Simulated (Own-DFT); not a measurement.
# One host, several defects: monoclinic HfO2

Everything here is calculated. The program is Own-DFT (plane waves, in-house, since retired, never reviewed by a person); positions were held fixed, and spin and spin-orbit coupling were off.

Settings: PBE; PseudoDojo norm-conserving scalar-relativistic files; cutoff 72 hartree; 2 x 2 x 2 k mesh centred on Gamma; Fermi-Dirac smearing of 0.1 eV.

Keep in mind (not all hold for every row): not probed for a lower state with spin; hafnium file: forces about 75 meV/angstrom off all-electron values; oxygen file: force components 24 meV/angstrom off all-electron in a glass; forces on such cells passed a denser k mesh, each cell not checked; stress not checked against mesh or cutoff.

All runs share one cell, with vectors in Å (10.234, 0.000, 0.000); (0.000, 10.350, 0.000); (-1.696, 0.000, 10.445) and a volume of 1106.4 Å³. The atoms are randomly displaced, by u rms on each axis. The defect's site can differ from row to row.

```
cell,formula,u (Å),P (GPa)
no defect,Hf32O64,0.0200,3.94
no defect,Hf32O64,0.0466,5.63
no defect,Hf32O64,0.0492,6.02
one O vacancy,Hf32O63,0.0316,4.16
one O vacancy,Hf32O63,0.0494,5.21
one O vacancy,Hf32O63,0.0518,5.44
two Al on a Hf site each,Al2Hf30O64,0.0308,2.30
two Al on a Hf site each,Al2Hf30O64,0.0501,3.18
two Al on a Hf site each,Al2Hf30O64,0.0516,3.63
one Si on a Hf site,Hf31O64Si,0.0282,2.58
one Si on a Hf site,Hf31O64Si,0.0304,2.57
one Si on a Hf site,Hf31O64Si,0.0473,5.22
two Al on a Hf site each and one O vacancy,Al2Hf30O63,0.0281,2.10
two Al on a Hf site each and one O vacancy,Al2Hf30O63,0.0318,2.32
two Al on a Hf site each and one O vacancy,Al2Hf30O63,0.0489,2.57
two Al on a Hf site each and one O vacancy,Al2Hf30O63,0.0495,?
```

## What the rows give

P = P0 + c u² + a shift for each defect gives P0 = 3.71 GPa, c = 889 ± 167 GPa/Å² and a scatter of 0.49 GPa. The shifts, and each times the cell's volume:

- one O vacancy: -0.59 ± 0.41 GPa, -4.1 eV (not resolved)
- one Si on a Hf site: -1.43 ± 0.41 GPa, -9.9 eV
- two Al on a Hf site each: -2.49 ± 0.41 GPa, -17.2 eV (-8.6 eV for each of its 2 sites)
- two Al on a Hf site each and one O vacancy: -2.63 ± 0.40 GPa, -18.2 eV

Positive is outwards. The product with the volume (160.2 GPa Å³ to the eV) is nearly free of the cell's size; divided by the bulk modulus at the cell's pressure it gives the volume that the defect adds. The atoms around the defects weren't relaxed, which would change these numbers.

## Test on the hidden row

Question: what pressure belongs in the blank (two Al on a Hf site each and one O vacancy, u = 0.0495 Å)?

Estimate: 3.26 ± 0.59 GPa. The hidden result is 3.63 GPa.
